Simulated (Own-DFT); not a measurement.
Al16O23 (corundum with two vacancies, atoms displaced) (calculated)

Computed with Own-DFT development build. A calculation, not a measurement: plane-wave PBE density functional theory by an unreviewed code, no spin, of a simulated periodic cell, stress positive in tension, free energy of the whole cell less one offset for each atom, defect cell not probed for a lower state with spin; oxygen file: force components 24 meV/angstrom off all-electron in one glass; forces on such cells passed a denser k mesh, this cell's mesh not checked; offsets are fitted by least squares, one for each functional and potential file, so energies compare only between cells with the same atoms and settings and are not formation energies; the far tail of each file's local potential was reset to the Coulomb form; each entry is a single point on an unrelaxed cell, so the pressure reflects the starting lattice, mostly measured values, from which strain is counted, and rises with the displacements; printed positions are rounded, which can move forces by about a meV/angstrom; the program is a retired in-house code; no spin-orbit coupling; before rounding, a Quantum ESPRESSO 7.3.1 run of the same cell and cutoff gave forces within 1 meV/angstrom rms on each cell, which checks the program and not the settings.

### Al16O23 (corundum with two vacancies, atoms displaced)

```
Al16O23
1.0
      5.4940     0.0000     8.6604
     -2.7470     4.7579     8.6604
     -2.7470    -4.7579     8.6604
Al O Al O Al O Al O Al O Al O Al O Al O
4 6 4 6 4 6 4 5 4 6 4 6 4 5 4 6
Direct
  0.18308 0.17566 0.17892
  0.31759 0.32917 0.32694
  0.43852 0.41977 0.42374
  0.07264 0.06886 0.07845
  0.27614 0.47045 0.12642
  0.47025 0.14275 0.27299
  0.12803 0.28410 0.46964
  0.22593 0.02639 0.37352
  0.01530 0.37245 0.22297
  0.36686 0.22483 0.02447
  0.19400 0.16344 0.67125
  0.32340 0.32763 0.82459
  0.42720 0.42163 0.93207
  0.05576 0.07590 0.58451
  0.27113 0.47681 0.62876
  0.49048 0.12768 0.75567
  0.13940 0.26732 0.97089
  0.22844 0.03666 0.86286
  0.03275 0.36252 0.72089
  0.37272 0.22590 0.52435
  0.17902 0.67848 0.17870
  0.32121 0.82689 0.33339
  0.41538 0.94912 0.42101
  0.08795 0.57407 0.06591
  0.27932 0.97284 0.11708
  0.45790 0.63149 0.28060
  0.13061 0.77238 0.47752
  0.22595 0.51244 0.38194
  0.02813 0.88560 0.21696
  0.37499 0.72738 0.01721
  0.17858 0.67289 0.67745
  0.32876 0.82053 0.81969
  0.42212 0.91830 0.93261
  0.07682 0.57228 0.57503
  0.28795 0.96515 0.61908
  0.47793 0.62016 0.77611
  0.12129 0.77421 0.97495
  0.22068 0.54146 0.86598
  0.37377 0.71932 0.54259
  0.68462 0.17245 0.16461
  0.82907 0.32047 0.32421
  0.91907 0.42732 0.43171
  0.56815 0.06959 0.07813
  0.77673 0.47566 0.11741
  0.98242 0.13888 0.25872
  0.61819 0.27541 0.47809
  0.72469 0.01534 0.38428
  0.53417 0.36399 0.23715
  0.88862 0.21851 0.02182
  0.68264 0.16321 0.67953
  0.82249 0.32183 0.82046
  0.93203 0.42319 0.92242
  0.58079 0.08324 0.56644
  0.76132 0.46957 0.63519
  0.96867 0.11554 0.78678
  0.61925 0.28206 0.97562
  0.72596 0.02102 0.87400
  0.53076 0.37411 0.72622
  0.86637 0.21956 0.52768
  0.67450 0.68500 0.17419
  0.82201 0.82221 0.33000
  0.92241 0.93402 0.42655
  0.58193 0.57308 0.07101
  0.78456 0.96439 0.12570
  0.97128 0.61655 0.28378
  0.62262 0.77960 0.47234
  0.72478 0.52986 0.37820
  0.53159 0.87163 0.22219
  0.67343 0.66655 0.68864
  0.81348 0.83069 0.82729
  0.92293 0.91415 0.93214
  0.57781 0.57039 0.57115
  0.77290 0.97846 0.62319
  0.97071 0.62703 0.76922
  0.62672 0.78630 0.96626
  0.70996 0.53078 0.87677
  0.53075 0.87488 0.71636
  0.86393 0.73173 0.52500
```

| Quantity | Value |
| --- | --- |
| functional | PBE |
| potential files | PseudoDojo norm-conserving, scalar-relativistic, standard set |
| wave cutoff | 72 hartree |
| occupations | Fermi-Dirac |
| smearing width | 0.1 eV |
| k mesh | 3 x 3 x 3 centred on Gamma |
| free energy of cell above offsets | -48.839 eV |
| pressure | 9.42 GPa |
| stress xx | -9.41 GPa |
| stress yy | -10.56 GPa |
| stress zz | -8.29 GPa |
| stress yz | 0.59 GPa |
| stress xz | -0.21 GPa |
| stress xy | -0.38 GPa |

Force:
```csv
element,x (eV/Å),y (eV/Å),z (eV/Å)
Al,-1.238,0.743,-2.383
Al,0.774,0.13,1.088
Al,-2.441,0.438,-0.718
Al,1.521,2.574,1.46
O,0.399,0.136,0.114
O,1.155,-1.421,-2.33
O,-1.306,-1.42,-2.413
O,-0.626,0.341,0.432
O,1.333,1.027,2.584
O,1.669,-0.469,2.275
Al,-1.557,0.981,-0.392
Al,1.282,0.448,-1.081
Al,0.341,1.831,-0.279
Al,1.304,-1.183,0.272
O,1.468,-0.398,-0.18
O,-3.359,-2.443,0.568
O,-1.356,1.655,-0.527
O,-0.153,-2.276,0.029
O,-1.226,1.106,0.663
O,1.149,-0.851,0.708
Al,-0.445,-0.358,-0.432
Al,0.775,-0.255,-1.111
Al,2.537,-1.933,0.21
Al,-2.3,-0.884,-1.057
O,-0.193,-1.737,1.421
O,1.391,0.297,0.657
O,-1.136,1.621,-0.873
O,-1.353,2.542,0.779
O,0.554,-2.547,-1.252
O,-0.001,-1.764,0.405
Al,-1.085,1.315,-0.093
Al,0.318,0.33,-0.178
Al,0.805,2.699,-0.052
Al,-0.093,-0.067,-0.974
O,-2.525,-0.187,0.948
O,-1.547,-0.635,0.173
O,0.607,0.533,1.148
O,0.382,-2.302,0.405
O,0.272,1.528,-1.298
Al,-0.965,-0.82,1.624
Al,-1.143,1.05,-0.981
Al,0.678,0.375,0.282
Al,0.64,1.053,0.493
O,-0.27,-0.555,0.821
O,-1.112,-3.178,-1.102
O,2.423,1.878,2.007
O,-0.214,2.821,0.01
O,0.992,2.333,-0.695
O,-2.017,0.045,-1.319
Al,-2.197,1.363,0.229
Al,0.811,-0.312,0.806
Al,0.832,-0.39,0.077
Al,-0.866,-1.632,-2.625
O,2.456,0.061,0.746
O,0.226,0.737,-0.404
O,1.372,-0.82,0.001
O,-1.634,-0.062,1.054
O,0.118,-0.719,-1.023
O,0.838,0.164,1.431
Al,1.903,-0.925,-0.254
Al,-0.205,-0.653,-0.674
Al,0.944,-0.425,-0.304
Al,-1.033,-0.831,-0.387
O,-1.189,0.469,-0.164
O,0.039,1.217,1.095
O,-0.105,0.569,-0.541
O,0.14,0.596,-1.803
O,-1.677,0.722,0.601
Al,-0.379,3.245,-0.826
Al,2.766,-0.327,-0.067
Al,0.649,0.271,-0.146
Al,-1.984,0.304,0.781
O,2.088,-0.698,0.45
O,-1.117,-0.733,0.4
O,-1.085,-1.391,-1.04
O,1.478,-1.682,1.086
O,-0.385,-0.349,0.521
O,2.089,-1.918,1.124
```
